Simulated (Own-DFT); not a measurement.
# Strain and stress in wurtzite AlN, 128 atoms (Al64N64)

All numbers below are calculated, not measured. They come from Own-DFT, an in-house plane-wave density functional program, since retired, whose code no person has reviewed. Each row is one single-point run on a periodic cell that was not relaxed, without spin or spin-orbit coupling.

Settings of every run: PBE; PseudoDojo norm-conserving scalar-relativistic files; cutoff 42 hartree; 3 x 3 x 3 k mesh centred on Gamma; Gaussian smearing of 0.01 eV.

Known limits: k mesh not checked against a denser one; stress not checked against mesh or cutoff.

Unstrained cell vectors in Å: (12.448, 0.000, 0.000); (-6.224, 10.780, 0.000); (0.000, 0.000, 9.964). The unstrained cell has measured lattice constants (interpolated for alloys), not those of this functional. That, the random moves and any unrelaxed bonds set the pressure at no strain. Each run strains this cell uniformly, with the atoms carried along. Every atom was also moved at random, by a Gaussian of width 0.05 Å on each axis. Strain is the symmetric tensor, in per cent. Stress is positive in tension, and the pressure is minus a third of its trace.

```
run  e_xx (%)  e_yy (%)  e_zz (%)  e_yz (%)  e_xz (%)  e_xy (%)  s_xx (GPa)  s_yy (GPa)  s_zz (GPa)  s_yz (GPa)  s_xz (GPa)  s_xy (GPa)  P (GPa)  E (meV/atom)
  1     -1.41      0.22      1.44      0.87      1.66      0.19      -12.64       -4.92       -0.54        2.67        3.98        1.28     6.03          31.5
  2      0.23      0.90      0.23      0.32      1.72     -1.49       -2.47       -2.72       -4.53        0.94        4.20       -5.79     3.24          16.7
  3      1.95      0.49     -1.23     -1.83      1.66      1.46        2.43       -1.42      -10.39       -4.24        4.38        5.11     3.12          10.9
  4     -0.75      0.96     -0.51      1.30      0.94     -1.18       -9.45       -1.48       -8.07        2.81        2.78       -3.37     6.33          14.3
  5      0.59     -0.83     -1.89      1.60     -1.97      0.84       -5.20      -10.35      -16.38        4.76       -5.37        3.82    10.64          36.5
  6      1.49     -0.77     -0.36      1.31      1.47     -0.60       -0.04       -9.88       -7.22        3.65        3.93       -1.35     5.71          33.2
  7      1.69     -0.28     -0.69      1.33     -0.44     -1.95        1.73       -6.42       -9.50        3.58       -1.06       -6.02     4.73          28.3
  8      1.73     -0.04      1.95     -0.12      0.90     -0.34        3.83       -2.53        2.77       -0.15        1.90       -2.18    -1.36           0.0
  9     -1.16     -1.58      0.21     -0.68     -1.05      1.94      -14.78      -15.31       -6.15       -2.65       -3.09        7.93    12.08          41.8
 10     -1.30      1.33      1.78      1.84     -1.16     -1.24       -9.92        1.14        2.05        4.97       -2.41       -3.74     2.25           9.0
 11     -1.29      0.60     -0.34      1.90     -1.35      1.53      -12.53       -3.63       -8.67        4.41       -3.47        5.78     8.28          26.9
 12     -0.38      0.49     -0.33     -0.08     -0.40     -0.37       -7.02       -4.62       -7.72       -0.70       -1.03       -1.92     6.45          14.9
 13     -1.59      0.07     -1.07      0.48     -0.40      0.33      -14.07       -8.67      -10.95        1.34       -1.13        0.66    11.23          18.0
 14      1.10      0.82     -1.76      0.66      0.96      0.98       -1.02       -2.89      -11.19        1.44        2.40        3.66     5.04           7.9
 15      1.25      1.21     -1.60      1.86     -1.47     -0.76       -0.95       -0.31      -10.26        4.49       -3.46       -1.77     3.84          26.0
 16     -0.28      0.81     -0.22      1.01      1.75     -0.21           ?           ?           ?           ?           ?           ?        ?             ?
```

E is the free energy for each atom above the lowest run shown.

## Worked fit

Each stress component was fitted by least squares to a constant and the strains of the runs shown, as fractions, with shears doubled. Shear strains stay in the fit of a normal stress only where such slopes are resolved. The slopes, in GPa:

```
stress,at no strain,per e_xx,per e_yy,per e_zz,scatter
s_xx,-6.3,497 ± 17,124 ± 26,71 ± 19,0.81
s_yy,-6.1,95 ± 19,511 ± 30,81 ± 21,0.91
s_zz,-6.2,45 ± 19,96 ± 30,425 ± 21,0.91
```

Each shear stress against twice its own strain: yz 134 ± 9, xz 127 ± 4, xy 180 ± 11 GPa. These are stiffnesses along x, y and z of the frame in which the cell vectors are given, which need not be the crystal's axes. The atoms are held to the strained lattice; where symmetry lets them move under strain, relaxing them would lower some slopes. The table should be nearly symmetric about its diagonal, and what it lacks of that shows the noise. A ninth of its sum, 216 ± 6 GPa, estimates the bulk modulus near the mean pressure of these runs, 5.8 GPa, so it lies above the value at zero pressure.

## Withheld run

Question: what normal stresses and pressure should run 16 give?

The fit gives s_xx = -6.8, s_yy = -2.4, s_zz = -6.5 and P = 5.2 GPa. The calculation gave -6.33, -1.78, -7.48 and P = 5.19 GPa.
